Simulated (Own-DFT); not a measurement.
# A change of arrangement and its cost: C16Si16, 32 atoms

Everything here is calculated. The program is Own-DFT (plane waves, in-house, since retired, never reviewed by a person); positions were held fixed, and spin and spin-orbit coupling were off.

All runs used: PBE; PseudoDojo norm-conserving scalar-relativistic files; cutoff 42 hartree; 5 x 5 x 3 k mesh centred on Gamma; Fermi-Dirac smearing of 0.1 eV.

Known weak points: forces on such cells passed a denser k mesh, each cell not checked; stress not checked against mesh or cutoff.

All cells hold the same atoms in the same cell, with vectors in Å (6.165, 0.000, 0.000); (-3.083, 5.339, 0.000); (0.000, 0.000, 10.068). u is the rms random offset of the atoms per axis. Free energies are per cell, over the lowest run. The arrangements:

- A: 2H SiC
- B: 4H SiC

```
arrangement,u (Å),E (eV),P (GPa)
A,0.0272,0.170,3.85
A,0.0279,0.220,3.96
A,0.0306,0.325,3.95
A,0.0582,2.849,5.65
A,0.0609,3.426,6.19
A,0.0612,4.336,7.06
B,0.0278,0.000,3.78
B,0.0295,0.080,3.79
B,0.0307,0.096,3.78
B,0.0501,1.777,5.06
B,0.0531,2.461,5.29
B,0.0598,3.253,6.18
```

Asked: which arrangement lies lowest after the energy of the random moves is removed?

## Answer

Fit E = a + b u², with one b for all and one a for each arrangement, and with residuals divided by u², since the noise grows with the moves. Then b = 1158 eV/Å², the scatter at u = 0.04 Å is 0.14 eV, and against A:

- B: -0.23 ± 0.06 eV (lower)

The cells share one lattice and weren't relaxed, which can shift such small differences either way.
